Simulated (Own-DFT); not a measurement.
# One host, several defects: C11b WSi2

Everything here is calculated. The program is Own-DFT (plane waves, in-house, since retired, never reviewed by a person); positions were held fixed, and spin and spin-orbit coupling were off.

Common settings: PBEsol; PseudoDojo norm-conserving scalar-relativistic files, made for PBE; cutoff 50 hartree; 5 x 5 x 5 k mesh centred on Gamma; cold (Marzari-Vanderbilt) smearing of 0.2 eV.

Known weak points: forces on such cells failed a check on a denser k mesh; stress not checked against mesh or cutoff.

All runs share one cell, with vectors in Å (-2.148, -5.953, 3.409); (-6.444, 2.976, 1.136); (-2.553, -2.948, -6.757) and a volume of 403.2 Å³. Atoms were moved at random from their sites; u is the rms move along one axis. The defect's site can differ from row to row.

| cell | formula | u (Å) | P (GPa) |
|---|---|---|---|
| no defect | Si20W10 | 0.0199 | 0.42 |
| no defect | Si20W10 | 0.0478 | 2.00 |
| no defect | Si20W10 | 0.0507 | 2.15 |
| one Si vacancy | Si19W10 | 0.0289 | -0.69 |
| one Si vacancy | Si19W10 | 0.0319 | ? |
| one Si vacancy | Si19W10 | 0.0504 | 1.13 |
| one Si vacancy | Si19W10 | 0.0562 | 0.57 |
| one Si on a W site | Si21W9 | 0.0273 | 2.31 |
| one Si on a W site | Si21W9 | 0.0481 | 3.74 |
| one Si on a W site | Si21W9 | 0.0497 | 3.74 |
| one W vacancy | Si20W9 | 0.0282 | -0.88 |
| one W vacancy | Si20W9 | 0.0330 | 0.12 |
| one W vacancy | Si20W9 | 0.0458 | 0.48 |
| one W on a Si site | Si19W11 | 0.0298 | 5.72 |
| one W on a Si site | Si19W11 | 0.0318 | 5.44 |
| one W on a Si site | Si19W11 | 0.0469 | 6.22 |

## Working it out

P = P0 + c u² + a shift for each defect gives P0 = 0.22 GPa, c = 742 ± 108 GPa/Å² and a scatter of 0.33 GPa. The shifts, and each times the cell's volume:

- one W on a Si site: 4.56 ± 0.27 GPa, 11.5 eV
- one Si on a W site: 1.67 ± 0.27 GPa, 4.2 eV
- one W vacancy: -1.30 ± 0.27 GPa, -3.3 eV
- one Si vacancy: -1.51 ± 0.27 GPa, -3.8 eV

A positive shift means that the defect pushes the cell outwards. Shift times volume (160.2 GPa Å³ is 1 eV) depends little on the cell's size, so, taken for each site, it can be compared between cells at like pressure. The atoms around the defects weren't relaxed, which would change these numbers.

## The run left out

Question: what pressure belongs in the blank (one Si vacancy, u = 0.0319 Å)?

From the fit: -0.53 ± 0.40 GPa. The calculation gave -0.36 GPa.
